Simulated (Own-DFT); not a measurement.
# Point defects and the pressure they add: 4H SiC

Calculated, not measured: single-point runs of Own-DFT, a retired in-house plane-wave DFT program that no person has reviewed, on unrelaxed cells, without spin or spin-orbit coupling.

Settings: PBE; PseudoDojo norm-conserving scalar-relativistic files; cutoff 42 hartree; 4 x 4 x 3 k mesh centred on Gamma; Fermi-Dirac smearing of 0.1 eV.

Known weak points (not all hold for every row): not probed for a lower state with spin; forces on such cells failed a check on a denser k mesh; forces on such cells passed a denser k mesh, each cell not checked; stress not checked against mesh or cutoff.

All runs share one cell, with vectors in Å (9.248, 0.000, 0.000); (-4.624, 8.009, 0.000); (0.000, 0.000, 10.068) and a volume of 745.7 Å³. The atoms are randomly displaced, by u rms on each axis. The defect's site can differ from row to row.

| cell | formula | u (Å) | P (GPa) |
|---|---|---|---|
| no defect | C36Si36 | 0.0286 | 3.60 |
| no defect | C36Si36 | 0.0310 | 3.69 |
| no defect | C36Si36 | 0.0586 | 5.86 |
| two N on a C site each | C34N2Si36 | 0.0278 | 2.59 |
| two N on a C site each | C34N2Si36 | 0.0288 | 2.69 |
| two N on a C site each | C34N2Si36 | 0.0524 | 4.12 |
| one Al on a Si site and one N on a C site | AlC35NSi35 | 0.0493 | 5.50 |
| one Al on a Si site and one N on a C site | AlC35NSi35 | 0.0525 | 5.87 |
| one Al on a Si site and one N on a C site | AlC35NSi35 | 0.0547 | 5.66 |
| one C vacancy | C35Si36 | 0.0311 | ? |
| one C vacancy | C35Si36 | 0.0313 | 3.61 |
| one C vacancy | C35Si36 | 0.0491 | 4.73 |
| one C vacancy | C35Si36 | 0.0493 | 4.96 |
| two Al on a Si site each | Al2C36Si34 | 0.0294 | 5.84 |
| two Al on a Si site each | Al2C36Si34 | 0.0461 | 6.88 |
| two Al on a Si site each | Al2C36Si34 | 0.0500 | 7.27 |

## Fit

P = P0 + c u² + a shift for each defect gives P0 = 2.94 GPa, c = 829 ± 40 GPa/Å² and a scatter of 0.13 GPa. The shifts, and each times the cell's volume:

- two Al on a Si site each: 2.20 ± 0.10 GPa, 10.2 eV (5.1 eV for each of its 2 sites)
- one Al on a Si site and one N on a C site: 0.47 ± 0.11 GPa, 2.2 eV
- one C vacancy: -0.12 ± 0.10 GPa, -0.6 eV (not resolved)
- two N on a C site each: -1.02 ± 0.10 GPa, -4.7 eV (-2.4 eV for each of its 2 sites)

Against the defect-free cell, a freed cell would be larger where the shift is positive and smaller where it is negative (160.2 GPa Å³ is 1 eV). The atoms around the defects weren't relaxed, which would change these numbers.

## The run left out

The question: what pressure belongs in the blank (one C vacancy, u = 0.0311 Å)?

The fit gives 3.63 ± 0.15 GPa. Computed: 3.62 GPa.
